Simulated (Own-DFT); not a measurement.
# Device materials side by side: how hard are they to compress?

Source: density functional calculations with Own-DFT, an unreviewed in-house program that is no longer used. Nothing was measured or relaxed, and spin and spin-orbit coupling are left out.

Caveats (not all hold for every row): forces on such cells moved up to 12 meV/angstrom on a denser k mesh; forces not confirmed at this smearing and k mesh; k mesh not checked against a denser one; forces on such cells passed a denser k mesh, each cell not checked; stress not checked against mesh or cutoff.

All runs are PBE with PseudoDojo norm-conserving files; cutoff and k mesh are each material's own. Every cell starts from measured lattice constants and was given uniform random strains and small random moves of its atoms. Each triple is the change of volume in per cent, the rms move u in Å and the pressure in GPa.

- wurtzite AlN (Al36N36), 10.45 Å³/atom unstrained: (-3.67, 0.047, 13.80); (-1.31, 0.053, 9.42); (-0.74, 0.052, 7.95); (-0.69, 0.053, 7.37); (-0.03, 0.053, 6.26); (2.58, 0.049, 0.63); (2.72, 0.048, 0.11)
- wurtzite GaN (Ga36N36), 11.42 Å³/atom unstrained: (-3.25, 0.050, 14.74); (-1.38, 0.053, 11.05); (0.09, 0.050, 7.71); (0.10, 0.044, 6.76); (0.76, 0.050, 5.89); (0.90, 0.052, 6.04); (1.68, 0.047, 4.32)
- diamond silicon (Si64), 20.02 Å³/atom unstrained: (-2.93, 0.044, 5.70); (-2.58, 0.052, 5.54); (-1.87, 0.052, 4.77); (-1.16, 0.045, 3.57); (1.29, 0.048, 1.44); (1.92, 0.048, 0.74); (2.77, 0.049, 0.19)
- zincblende GaP (Ga32P32), 20.24 Å³/atom unstrained: withheld
- zincblende GaAs (As32Ga32), 22.58 Å³/atom unstrained: (-3.23, 0.052, 6.82); (-2.01, 0.053, 5.83); (-0.29, 0.051, 4.28); (0.29, 0.050, 3.94); (0.52, 0.053, 3.65); (1.60, 0.054, 2.98); (1.64, 0.051, 3.02)
- zincblende InP (In32P32), 25.27 Å³/atom unstrained: (-2.77, 0.051, 5.90); (-2.21, 0.047, 5.54); (-1.99, 0.050, 5.22); (-1.19, 0.050, 4.53); (-0.64, 0.051, 4.44); (-0.45, 0.047, 3.87); (1.64, 0.052, 2.46)
- grey tin (Sn64), 34.15 Å³/atom unstrained: (-3.29, 0.049, 5.67); (-2.23, 0.049, 5.04); (-1.66, 0.046, 4.59); (-1.65, 0.053, 4.62); (-1.58, 0.052, 4.57); (0.41, 0.051, 3.58); (1.47, 0.049, 3.01)

## Working it out

Fit a line to each set against the fractional change of volume; B is minus its slope, and u is nearly the same within a set. To take it to zero pressure, assume that B rises by 4 GPa for each GPa: B0 = B - 4 x (mean pressure). The bond length of an ideal tetrahedral crystal with the unstrained volume v is d = (√3/4)(8 v)^(1/3). Cohen's empirical rule reads B0 = (1971 - 220 L) d^(-3.5) GPa, with L = 0 for group IV crystals and SiC and 1 for III-V compounds.

| material | L | d (Å) | B (GPa) | mean P (GPa) | B0 (GPa) | rule (GPa) |
|---|---|---|---|---|---|---|
| wurtzite AlN (Al36N36) | 1 | 1.893 | 216 ± 5 | 6.5 | 190 ± 5 | 188 |
| wurtzite GaN (Ga36N36) | 1 | 1.950 | 216 ± 10 | 8.1 | 184 ± 10 | 169 |
| diamond silicon (Si64) | 0 | 2.352 | 100 ± 4 | 3.1 | 88 ± 4 | 99 |
| zincblende GaP (Ga32P32) | 1 | 2.360 | ? | ? | ? | 87 |
| zincblende GaAs (As32Ga32) | 1 | 2.448 | 79 ± 3 | 4.4 | 62 ± 3 | 76 |
| zincblende InP (In32P32) | 1 | 2.541 | 79 ± 4 | 4.6 | 60 ± 4 | 67 |
| grey tin (Sn64) | 0 | 2.810 | 55 ± 2 | 4.4 | 37 ± 2 | 53 |

A line through ln[B0/(1971 - 220 L)] against ln d has a slope of -4.4 ± 0.2 and a scatter of 7 %. Against the rule, B0 stands at 101 % for wurtzite AlN, 109 % for wurtzite GaN, 89 % for diamond silicon, 81 % for zincblende GaAs, 90 % for zincblende InP, 69 % for grey tin. PBE tends to make silicon and heavier crystals too soft, and the rule itself is only a guide.

## Withheld run

The question: what B0 does the fitted trend give for zincblende GaP (Ga32P32)?

From the line: 76 GPa. Its own runs give B = 91 ± 5 GPa at a mean pressure of 3.3 GPa, so B0 = 78 GPa.
